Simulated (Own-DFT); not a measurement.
Simulation results for SiC (4H silicon carbide, atoms displaced)

A calculation, not a measurement: plane-wave PBE density functional theory by an unreviewed code, no spin, of a simulated periodic cell, stress positive in tension, free energy of the whole cell less one offset for each atom, forces on such cells passed a denser k mesh, this cell's mesh not checked; offsets are fitted by least squares, one for each functional and potential file, so energies compare only between cells with the same atoms and settings and are not formation energies; the far tail of each file's local potential was reset to the Coulomb form; each entry is a single point on an unrelaxed cell, so the pressure reflects the starting lattice, mostly measured values (interpolated for alloys), from which strain is counted, and rises with the displacements; printed positions are rounded, which can move forces by about a meV/angstrom; the program, named Own-DFT, is a retired in-house code; no spin-orbit coupling. Program: Own-DFT development build.

## SiC (4H silicon carbide, atoms displaced)

```
CELL_PARAMETERS angstrom
12.33080 0.00000 0.00000
-6.16540 10.67880 0.00000
0.00000 0.00000 10.06810
ATOMIC_POSITIONS crystal
Si 0.99449 0.00077 0.39660
Si 0.09053 0.16704 0.15103
C 0.99374 0.99826 0.09879
C 0.08324 0.15771 0.33493
Si 0.99684 0.24339 0.41573
Si 0.08762 0.41596 0.15472
C 0.99715 0.25128 0.08724
C 0.08502 0.42451 0.34468
Si 0.00270 0.49720 0.39241
Si 0.08862 0.66135 0.16193
C 0.99963 0.50047 0.09905
C 0.08384 0.66013 0.34430
Si 0.00166 0.75263 0.40366
Si 0.07101 0.90994 0.15463
C 0.99722 0.75310 0.09459
C 0.09339 0.91722 0.34507
Si 0.24777 0.00247 0.41466
Si 0.33566 0.16472 0.15840
C 0.26268 0.01525 0.09577
C 0.33335 0.17297 0.35705
Si 0.25915 0.25962 0.41263
Si 0.33111 0.41782 0.14776
C 0.24219 0.24878 0.10059
C 0.33223 0.41399 0.33572
Si 0.25205 0.50197 0.39833
Si 0.33216 0.66842 0.15809
C 0.24263 0.49942 0.09262
C 0.33803 0.66737 0.33414
Si 0.25622 0.74920 0.40779
Si 0.32883 0.90603 0.15167
C 0.25454 0.74220 0.09394
C 0.33559 0.91520 0.34921
Si 0.50598 0.99240 0.40303
Si 0.58138 0.16563 0.15775
C 0.49121 0.98736 0.09677
C 0.58101 0.16756 0.34353
Si 0.50603 0.24501 0.40582
Si 0.58309 0.41945 0.16427
C 0.50183 0.24456 0.10607
C 0.57647 0.40700 0.34536
Si 0.50267 0.49724 0.40140
Si 0.58321 0.66593 0.16501
C 0.50092 0.49848 0.08642
C 0.58946 0.66842 0.34818
Si 0.49598 0.74726 0.39825
Si 0.56913 0.90676 0.16277
C 0.50007 0.74910 0.10265
C 0.58028 0.91807 0.34480
Si 0.75328 0.99998 0.39326
Si 0.84013 0.16028 0.16031
C 0.75196 0.99700 0.09692
C 0.83340 0.16426 0.34521
Si 0.75309 0.24275 0.41135
Si 0.83206 0.42332 0.15724
C 0.74786 0.25405 0.09836
C 0.83497 0.41809 0.34347
Si 0.74959 0.50202 0.40969
Si 0.83272 0.67082 0.16537
C 0.74364 0.48994 0.09871
C 0.83809 0.67479 0.33533
Si 0.74826 0.74643 0.41882
Si 0.83015 0.91629 0.16905
C 0.73599 0.74321 0.10228
C 0.83090 0.91159 0.35251
Si 0.00063 0.99996 0.90168
Si 0.92395 0.83521 0.65226
C 0.00399 0.00424 0.59094
C 0.91307 0.82934 0.85510
Si 0.00051 0.75363 0.89907
Si 0.91248 0.58077 0.66010
C 0.99497 0.76017 0.59076
C 0.91373 0.57743 0.83858
Si 0.01409 0.51500 0.90128
Si 0.90702 0.32639 0.66015
C 0.00586 0.49722 0.60132
C 0.91438 0.32329 0.83961
Si 0.00415 0.25038 0.90073
Si 0.90399 0.07313 0.65985
C 0.00296 0.25148 0.59257
C 0.91393 0.08729 0.84095
Si 0.75810 0.00430 0.91039
Si 0.67384 0.83651 0.65635
C 0.75179 0.00193 0.60276
C 0.66899 0.83463 0.84436
Si 0.74962 0.75253 0.90379
Si 0.66727 0.57386 0.66097
C 0.75176 0.74872 0.59326
C 0.67035 0.58345 0.85356
Si 0.75557 0.50611 0.90120
Si 0.66441 0.33695 0.65936
C 0.74660 0.49837 0.59315
C 0.66507 0.33139 0.83898
Si 0.74859 0.24897 0.91257
Si 0.66686 0.08682 0.65399
C 0.75146 0.24955 0.58608
C 0.65976 0.07252 0.83820
Si 0.49950 0.99858 0.91445
Si 0.41573 0.83066 0.66338
C 0.50479 0.98901 0.60053
C 0.42275 0.84008 0.85207
Si 0.50207 0.75657 0.90285
Si 0.41921 0.58485 0.64899
C 0.50032 0.75114 0.59885
C 0.41786 0.57463 0.84672
Si 0.50248 0.49698 0.90706
Si 0.41181 0.33208 0.64956
C 0.49244 0.49488 0.58926
C 0.41562 0.33316 0.83933
Si 0.49827 0.25314 0.90777
Si 0.43200 0.09098 0.64966
C 0.51056 0.24995 0.59743
C 0.41332 0.08418 0.84242
Si 0.24445 0.99775 0.92008
Si 0.17074 0.83122 0.65303
C 0.24064 0.99838 0.58581
C 0.16982 0.83493 0.84123
Si 0.25441 0.75495 0.90658
Si 0.15759 0.57690 0.66098
C 0.24615 0.74766 0.59313
C 0.16385 0.58689 0.84434
Si 0.25516 0.49739 0.90402
Si 0.17338 0.33676 0.66206
C 0.24841 0.50279 0.59419
C 0.17438 0.34142 0.84883
Si 0.24191 0.24424 0.90378
Si 0.18008 0.09081 0.65209
C 0.25143 0.24342 0.59285
C 0.16503 0.07969 0.84207
```

* functional: PBE
* potential files: PseudoDojo norm-conserving, scalar-relativistic, standard set
* wave cutoff: 42 hartree
* occupations: Fermi-Dirac
* smearing width: 0.1 eV
* hardware: one NVIDIA H200
* k mesh: 3 x 3 x 3 centred on Gamma
* pressure: ?

To be estimated
1. What pressure does the calculation give for SiC (4H silicon carbide, atoms displaced)?
2. Give the table of force values for SiC (4H silicon carbide, atoms displaced).

Calculated values
1. 6.33 GPa
2. 
Force:
| element | x (eV/Å) | y (eV/Å) | z (eV/Å) |
| --- | --- | --- | --- |
| Si | 2.965 | -0.624 | 2.482 |
| Si | -4.142 | -1.416 | 1.36 |
| C | 0.562 | 0.178 | -1.278 |
| C | -0.826 | 2.9 | 1.568 |
| Si | 1.407 | 1.102 | -2.347 |
| Si | -2.649 | -0.896 | 0.487 |
| C | 1.982 | -0.298 | 0.716 |
| C | 2.83 | -3.207 | -1.229 |
| Si | -2.263 | 0.571 | 3.461 |
| Si | -1.781 | 0.993 | -1.029 |
| C | 0.35 | -0.037 | -1.703 |
| C | -0.032 | 2.158 | 0.755 |
| Si | 0.826 | -0.207 | 0.047 |
| Si | 2.074 | 2.434 | 1.254 |
| C | 1.493 | -1.947 | -1.039 |
| C | -3.084 | -0.652 | -1.382 |
| Si | 1.774 | 0.498 | -3.176 |
| Si | -0.997 | 3.074 | 2.317 |
| C | -1.084 | -5.704 | 0.224 |
| C | 1.936 | -1.201 | -1.632 |
| Si | -1.567 | -2.368 | -1.929 |
| Si | 0.301 | -0.254 | 0.52 |
| C | 4.184 | 1.155 | -2.927 |
| C | -0.015 | 1.752 | 0.831 |
| Si | -0.202 | -0.562 | 1.267 |
| Si | 2.325 | -1.762 | -1.594 |
| C | 2.558 | 1.078 | -0.662 |
| C | -0.964 | -0.453 | 2.415 |
| Si | -1.428 | -0.034 | -0.292 |
| Si | -1.043 | 1.87 | 2.092 |
| C | -3.327 | 1.502 | -1.003 |
| C | -0.289 | 0.062 | -0.821 |
| Si | -4.594 | 2.624 | 2.22 |
| Si | 1.552 | -1.058 | 0.325 |
| C | 0.45 | 2.217 | 0.05 |
| C | 3.267 | -2.13 | 0.274 |
| Si | -2.77 | 0.434 | 1.241 |
| Si | 0.346 | -1.644 | -1.657 |
| C | -2.214 | 2.083 | -2.31 |
| C | 1.077 | 2.25 | 0.752 |
| Si | -1.186 | 0.07 | 0.597 |
| Si | -1.28 | -1.015 | -1.186 |
| C | -0.706 | -0.078 | 2.549 |
| C | -1.231 | -0.965 | 0.352 |
| Si | 1.558 | 0.649 | 2.231 |
| Si | 2.273 | 1.889 | -1.229 |
| C | -0.265 | -1.22 | -1.516 |
| C | 3.89 | -2.018 | -0.849 |
| Si | -1.014 | -0.644 | 3.156 |
| Si | -2.474 | 1.575 | -1.296 |
| C | -1.466 | -0.116 | 0.608 |
| C | 0.859 | 0.041 | -0.159 |
| Si | -2.176 | 1.887 | -2.811 |
| Si | 1.694 | -1.914 | 0.359 |
| C | 1.306 | -1.281 | -0.026 |
| C | -0.365 | -0.66 | 0.898 |
| Si | 0.642 | -0.39 | -1.704 |
| Si | -0.563 | -1.301 | -4.44 |
| C | -0.864 | 3.342 | -1.377 |
| C | -0.347 | -1.247 | 4.967 |
| Si | 0.788 | 0.486 | -2.642 |
| Si | 0.197 | -1.508 | -2.119 |
| C | 3.196 | 2.173 | -1.53 |
| C | -0.633 | -0.141 | -0.767 |
| Si | -1.234 | -0.244 | 0.93 |
| Si | -3.939 | 2.388 | 1.778 |
| C | -0.487 | -0.217 | 0.424 |
| C | 0.163 | 1.408 | -2.621 |
| Si | 0.843 | -1.424 | 1.654 |
| Si | 1.36 | 0.705 | -2.41 |
| C | 5.178 | -4.044 | -0.49 |
| C | 0.511 | 2.156 | 1.427 |
| Si | -3.259 | -4.549 | 2.289 |
| Si | 2.367 | 1.295 | -1.126 |
| C | -4.145 | -1.04 | -2.144 |
| C | -0.847 | 1.918 | 1.543 |
| Si | -1.117 | 0.454 | 0.613 |
| Si | 3.845 | 2.913 | -1.07 |
| C | -0.231 | -0.804 | 2.148 |
| C | 2.341 | -0.8 | 0.874 |
| Si | -2.09 | -1.033 | -0.299 |
| Si | -1.324 | -0.658 | 0.161 |
| C | -1.954 | -1.107 | -3.146 |
| C | 0.048 | 0.343 | -0.006 |
| Si | -0.518 | -0.954 | 2.15 |
| Si | -2.558 | 2.023 | 0.103 |
| C | 0.208 | -0.623 | 2.43 |
| C | -0.758 | 0.251 | -2.046 |
| Si | -0.181 | -2.647 | 2.392 |
| Si | 2.381 | -0.718 | -0.621 |
| C | 1.178 | 0.029 | 0.065 |
| C | 0.191 | 0.991 | 1.73 |
| Si | 0.365 | -0.595 | -0.942 |
| Si | 1.021 | -1.139 | 0.873 |
| C | -1.314 | -0.033 | 2.381 |
| C | 0.519 | 2.068 | 2.31 |
| Si | -0.535 | 1.718 | -1.465 |
| Si | -0.092 | -0.428 | -0.217 |
| C | -1.859 | 2.112 | -2.194 |
| C | -1.261 | -1.937 | -1.193 |
| Si | 1.44 | -2.01 | 1.439 |
| Si | -0.781 | -0.475 | 1.552 |
| C | 0.562 | -0.102 | -1.35 |
| C | -0.663 | 2.604 | -1.05 |
| Si | -0.099 | 0.007 | -0.778 |
| Si | 2.247 | -0.192 | 1.317 |
| C | 1.671 | 0.593 | -0.033 |
| C | -0.526 | -0.368 | 0.63 |
| Si | 0.765 | -1.221 | 0.172 |
| Si | -1.525 | -3.155 | 1.699 |
| C | -2.682 | 0.833 | -1.979 |
| C | 0.595 | -0.346 | 0.629 |
| Si | 1.471 | 1.166 | -3.264 |
| Si | -2.26 | 1.405 | -0.127 |
| C | 3.496 | -0.293 | 3.211 |
| C | -0.536 | -0.096 | 0.972 |
| Si | 0.122 | -0.93 | -0.078 |
| Si | 2.239 | 1.846 | -0.547 |
| C | 1.592 | -0.656 | 0.526 |
| C | 4.194 | 1.343 | -0.449 |
| Si | -1.501 | 2.411 | 1.073 |
| Si | -1.142 | -0.535 | -1.416 |
| C | 1.111 | -0.235 | -0.566 |
| C | -0.687 | -2.858 | -1.3 |
| Si | 1.741 | 0.961 | 1.108 |
| Si | -2.904 | -3.409 | 1.187 |
| C | -1.371 | 3.359 | 0.261 |
| C | -0.208 | 0.484 | 0.157 |

Further results for SiC (4H silicon carbide, atoms displaced):

* free energy of cell above offsets: -6.353 eV
* stress xx: -6.7 GPa
* stress yy: -5.47 GPa
* stress zz: -6.82 GPa
* stress yz: -0.13 GPa
* stress xz: 0.6 GPa
* stress xy: -0.13 GPa
* wall time: 526.6 s
